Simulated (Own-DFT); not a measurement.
# Computed records: AlGa₃N₄ (wurtzite random alloy, atoms displaced)

Computed with Own-DFT development build. A calculation, not a measurement: plane-wave PBE density functional theory by an unreviewed code, no spin, of a simulated periodic cell, stress positive in tension, free energy of the whole cell less one offset for each atom, forces on such cells passed a denser k mesh, this cell's mesh not checked; offsets are fitted by least squares, one for each functional and potential file, so energies compare only between cells with the same atoms and settings and are not formation energies; the far tail of each file's local potential was reset to the Coulomb form; each entry is a single point on an unrelaxed cell, so the pressure reflects the starting lattice, mostly measured values, from which strain is counted, and rises with the displacements; printed positions are rounded, which can move forces by about a meV/angstrom; the program is a retired in-house code; no spin-orbit coupling.

```xyz
72
Lattice="9.5092 0.0000 0.0000 -4.7546 8.2353 0.0000 0.0000 0.0000 10.2685" Properties=species:S:1:pos:R:3 formula=AlGa3N4 functional=PBE potential_files=PseudoDojo_norm-conserving,scalar-relativistic,standard_set wave_cutoff=42 occupations=Fermi-Dirac smearing_width=0.1 k_mesh=4_x_4_x_3_centred_on_Gamma
Ga    -0.0041     1.7953     0.0769
Ga     1.6243     0.9136     2.5202
N     -0.0147     1.8590     1.9483
N      1.5274     0.8788     4.4946
Al    -0.0215     1.8076     5.1183
Ga     1.5808     0.8950     7.6701
N     -0.0052     1.8840     7.1020
N      1.5874     0.9070     9.6243
Ga    -1.5993     4.5539     0.0527
Ga    -0.0363     3.7144     2.5546
N     -1.5686     4.5235     1.9107
N     -0.0204     3.6320     4.5227
Ga    -1.5649     4.5392     5.1371
Al     0.0314     3.6903     7.7128
N     -1.5781     4.5680     7.0618
N      0.0135     3.6057     9.6870
Ga    -3.1895     7.3352     0.0132
Ga    -1.5764     6.3566     2.5627
N     -3.1860     7.3660     1.9733
N     -1.6014     6.4134     4.4571
Al    -3.1587     7.2520     5.1397
Ga    -1.5588     6.4034     7.6884
N     -3.1650     7.2882     7.1019
N     -1.6208     6.3755     9.6582
Al     3.1455     1.8165    10.2579
Ga     4.7732     0.8965     2.5641
N      3.2251     1.8008     1.9370
N      4.7747     0.9336     4.4960
Ga     3.1595     1.8082     5.1330
Ga     4.7517     0.9259     7.6882
N      3.1816     1.8094     7.0550
N      4.8104     0.8571     9.7042
Ga     1.6040     4.5693    10.2561
Al     3.1546     3.6719     2.5543
N      1.6157     4.5577     1.9109
N      3.2060     3.6252     4.5296
Ga     1.5944     4.5123     5.1554
Ga     3.1547     3.6688     7.6935
N      1.5377     4.5841     7.0173
N      3.1542     3.6892     9.7040
Al     0.0176     7.3143     0.0226
Ga     1.5911     6.4013     2.6181
N      0.0300     7.3005     1.9557
N      1.5668     6.3935     4.4959
Ga     0.0050     7.2923     5.1553
Ga     1.6187     6.4126     7.7270
N      0.0328     7.3449     7.1288
N      1.5435     6.4052     9.6622
Ga     6.3110     1.8175     0.0275
Ga     7.9370     0.9603     2.5963
N      6.3332     1.8441     1.9155
N      7.9495     0.9044     4.5267
Al     6.3556     1.8444     5.1473
Ga     7.8687     0.9231     7.7130
N      6.3567     1.8598     7.0128
N      7.9826     0.9365     9.6294
Al     4.7910     4.5284    10.2057
Al     6.3722     3.6809     2.5623
N      4.7566     4.5853     1.9629
N      6.3495     3.6842     4.4730
Ga     4.7631     4.5305     5.1626
Ga     6.3176     3.6282     7.6580
N      4.7589     4.6358     7.1125
N      6.4127     3.6678     9.6488
Ga     3.1832     7.3119     0.0206
Ga     4.7576     6.4097     2.5780
N      3.2085     7.3824     1.9914
N      4.7425     6.3961     4.4627
Ga     3.1992     7.3155     5.1304
Ga     4.7390     6.4096     7.6554
N      3.1930     7.3196     7.0589
N      4.7959     6.4630     9.6105
```

Units: wave_cutoff in hartree; smearing_width in eV.

Question: Estimate the stress yy of AlGa₃N₄ (wurtzite random alloy, atoms displaced).
Answer: -5.42 GPa

Further results for AlGa₃N₄ (wurtzite random alloy, atoms displaced):

| Quantity | Value |
| --- | --- |
| free energy of cell above offsets | 3.999 eV |
| pressure | 6.04 GPa |
| stress xx | -5.76 GPa |
| stress zz | -6.95 GPa |
| stress yz | -0.48 GPa |
| stress xz | -0.3 GPa |
| stress xy | 0.21 GPa |

Force:
| element | x (eV/Å) | y (eV/Å) | z (eV/Å) |
| --- | --- | --- | --- |
| Ga | 0.442 | 0.4 | -1.275 |
| Ga | -0.518 | 0.692 | 1.011 |
| N | 0.605 | 0.019 | 0.784 |
| N | 0.178 | -0.27 | 0.827 |
| Al | 0.517 | 0.117 | 0.615 |
| Ga | -0.58 | 0.265 | 0.346 |
| N | -0.046 | 0.023 | -1.175 |
| N | 0.941 | 0.719 | 0.474 |
| Ga | 1.182 | 0.369 | -1.535 |
| Ga | 1.589 | -0.981 | 0.449 |
| N | -1.527 | 0.615 | 1.299 |
| N | 0.502 | -0.729 | -0.391 |
| Ga | -0.25 | 0.736 | 0.058 |
| Al | -0.902 | -0.68 | 0.532 |
| N | 0.658 | -0.322 | 0.505 |
| N | 0.024 | 0.927 | -1.409 |
| Ga | 0.659 | -0.099 | 0.069 |
| Ga | -0.179 | 0.921 | -0.593 |
| N | 0.58 | -1.296 | -0.655 |
| N | -0.208 | -0.229 | 1.378 |
| Al | -0.461 | 0.871 | -0.302 |
| Ga | -0.32 | -0.326 | 0.812 |
| N | 0.282 | 0.272 | -1.814 |
| N | 1.437 | 0.77 | 0.322 |
| Al | 0.499 | -0.166 | 0.209 |
| Ga | 0.221 | -0.034 | 0.176 |
| N | -0.735 | 1.535 | -0.874 |
| N | 0.728 | -0.063 | 0.818 |
| Ga | -0.266 | -0.588 | -0.637 |
| Ga | 0.378 | 0.049 | 0.724 |
| N | -0.103 | 0.564 | 0.572 |
| N | -1.898 | 0.51 | -0.788 |
| Ga | -1.116 | 0.223 | 0.365 |
| Al | 0.749 | -0.448 | 0.101 |
| N | 0.169 | 0.003 | 1.105 |
| N | -0.64 | 0.272 | -1.244 |
| Ga | -0.083 | 0.598 | -1.235 |
| Ga | -0.178 | -0.075 | 0.281 |
| N | 0.311 | -0.194 | 1.853 |
| N | 1.731 | -1.369 | -0.929 |
| Al | -0.768 | -0.639 | 0.077 |
| Ga | 0.557 | 0.006 | -1.054 |
| N | -0.414 | -0.196 | -1.028 |
| N | 0.476 | -0.419 | 1.057 |
| Ga | -0.135 | 0.562 | -0.215 |
| Ga | -0.187 | -0.101 | -0.139 |
| N | -0.135 | -0.381 | -0.816 |
| N | 0.289 | 0.316 | 0.05 |
| Ga | 1.301 | 0.203 | -0.504 |
| Ga | -0.265 | -0.193 | -0.13 |
| N | 0.343 | 0.949 | 1.259 |
| N | -0.781 | 1.133 | 0.617 |
| Al | -0.046 | -0.232 | -1.203 |
| Ga | 1.424 | 0.183 | -0.003 |
| N | -0.776 | -0.588 | -0.093 |
| N | -1.452 | -0.624 | 0.291 |
| Al | 0.009 | 1.221 | 0.922 |
| Al | -1.029 | -0.392 | -0.188 |
| N | 0.277 | -1.081 | -1.028 |
| N | 0.124 | -1.335 | -0.096 |
| Ga | 0.014 | 0.843 | -0.575 |
| Ga | 0.845 | 1.055 | 0.949 |
| N | -0.364 | -1.678 | -0.523 |
| N | -2.258 | -0.493 | -0.51 |
| Ga | -0.004 | 0.277 | 0.088 |
| Ga | 0.017 | 0.023 | -0.555 |
| N | -0.725 | -0.698 | -0.595 |
| N | 1.027 | -0.212 | 1.747 |
| Ga | -0.517 | -0.219 | -0.311 |
| Ga | 0.538 | 0.884 | 1.217 |
| N | -0.672 | 0.322 | 0.075 |
| N | -1.086 | -2.099 | 0.389 |
